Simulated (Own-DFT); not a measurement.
# Misfit strain and the stress it brings: wurtzite AlGaN with randomly placed atoms, 72 atoms (Al9Ga27N36)

Source: density functional calculations with Own-DFT, an unreviewed in-house program that is no longer used. Nothing was measured or relaxed, and spin and spin-orbit coupling are left out.

All runs used: PBEsol; PseudoDojo norm-conserving scalar-relativistic files, made for PBE; cutoff 42 hartree; 4 x 4 x 3 k mesh centred on Gamma; Fermi-Dirac smearing of 0.1 eV.

Limits: forces on such cells passed a denser k mesh, each cell not checked; stress not checked against mesh or cutoff.

Unstrained cell vectors in Å: (9.509, 0.000, 0.000); (-4.755, 8.235, 0.000); (0.000, 0.000, 10.268). The unstrained cell has measured lattice constants (interpolated for alloys), not those of this functional. That, the random moves and any unrelaxed bonds set the pressure at no strain. Each run strains x and y alike by e, as a substrate would, and holds the height along z. Random moves of width 0.05 Å per axis were added to every atom. The random placing of the alloy's atoms differs from row to row. Stress is positive in tension.

| e (%) | u (Å) | (s_xx + s_yy)/2 (GPa) | s_zz (GPa) |
|---|---|---|---|
| -2.75 | 0.054 | -19.89 | -7.49 |
| -2.75 | 0.052 | -18.74 | -8.40 |
| -1.75 | 0.048 | -12.03 | -6.32 |
| -1.75 | 0.052 | -12.75 | -5.64 |
| -1.00 | 0.048 | -7.61 | -4.31 |
| -0.75 | 0.047 | -5.75 | -3.93 |
| -0.75 | 0.051 | -6.85 | -3.63 |
| 0.25 | 0.052 | ? | ? |
| 0.75 | 0.050 | 1.86 | -2.86 |
| 1.75 | 0.050 | 5.83 | 0.05 |
| 2.25 | 0.049 | 7.69 | 0.16 |
| 2.25 | 0.050 | 8.31 | -1.46 |
| 2.75 | 0.052 | 9.65 | 1.42 |
| 2.75 | 0.049 | 10.33 | -0.58 |

## What the rows give

With e as a fraction, the in-plane stress is -2.1 + 530 e - 3460 e² GPa (errors 6 and 468, scatter 0.46), and s_zz is -3.4 + 144 e GPa (slope ± 12, scatter 0.83). At e = 0 the first slope is C11 + C12 and the second 2 C13, both with the ions held to the strained lattice and at the cell's own pressure. The term in e² is negative: the layer stiffens under compression and softens under tension. A free layer would change its height as e changes, and the in-plane slope would drop by 2 C13²/C33 to the biaxial modulus. At fixed height, a misfit of 1 % moves the in-plane stress by about 5.3 GPa and s_zz by 1.4 GPa.

## Test on the hidden row

Asked: what are the two stresses at e = 0.25 %?

Estimate: -0.8 and -3.1 GPa. Computed: -0.92 and -3.80 GPa.
